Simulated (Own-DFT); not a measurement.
# Point defects and the pressure they add: zincblende GaAs

Source: density functional calculations with Own-DFT, an unreviewed in-house program that is no longer used. Nothing was measured or relaxed, and spin and spin-orbit coupling are left out.

All runs used: PBE; PseudoDojo norm-conserving scalar-relativistic files; cutoff 42 hartree; 3 x 3 x 3 k mesh centred on Gamma; Fermi-Dirac smearing of 0.1 eV.

Keep in mind (not all hold for every row): not probed for a lower state with spin; forces not confirmed at this smearing and k mesh; stress not checked against mesh or cutoff.

All runs share one cell, with vectors in Å (10.862, 0.000, 0.000); (0.000, 10.862, 0.000); (0.000, 0.000, 11.796) and a volume of 1391.7 Å³, strained against the parent crystal. The atoms are randomly displaced, by u rms on each axis. The defect's site can differ from row to row.

```
cell,formula,u (Å),P (GPa)
no defect,As32Ga32,0.0313,6.65
no defect,As32Ga32,0.0426,6.96
no defect,As32Ga32,0.0511,7.14
one P on an As site,As31Ga32P,0.0294,6.36
one P on an As site,As31Ga32P,0.0307,6.39
one P on an As site,As31Ga32P,0.0490,6.75
one In on a Ga site,As32Ga31In,0.0272,7.46
one In on a Ga site,As32Ga31In,0.0285,7.38
one In on a Ga site,As32Ga31In,0.0289,7.36
one As vacancy and one Ga vacancy,As31Ga31,0.0284,6.03
one As vacancy and one Ga vacancy,As31Ga31,0.0316,6.09
one As vacancy and one Ga vacancy,As31Ga31,0.0474,6.19
one Al on a Ga site,AlAs32Ga31,0.0318,?
one Al on a Ga site,AlAs32Ga31,0.0320,6.70
one Al on a Ga site,AlAs32Ga31,0.0423,6.81
one Al on a Ga site,AlAs32Ga31,0.0491,6.98
```

## Worked fit

P = P0 + c u² + a shift for each defect gives P0 = 6.53 GPa, c = 216 ± 30 GPa/Å² and a scatter of 0.07 GPa. The shifts, and each times the cell's volume:

- one In on a Ga site: 0.70 ± 0.06 GPa, 6.1 eV
- one Al on a Ga site: -0.08 ± 0.06 GPa, -0.7 eV (not resolved)
- one P on an As site: -0.33 ± 0.06 GPa, -2.9 eV
- one As vacancy and one Ga vacancy: -0.72 ± 0.06 GPa, -6.2 eV

Positive is outwards. The product with the volume (160.2 GPa Å³ to the eV) is nearly free of the cell's size; divided by the bulk modulus at the cell's pressure it gives the volume that the defect adds. The atoms around the defects weren't relaxed, which would change these numbers.

## Check

Q: what pressure belongs in the blank (one Al on a Ga site, u = 0.0318 Å)?

The fitted form gives 6.67 ± 0.08 GPa. Computed: 6.70 GPa.
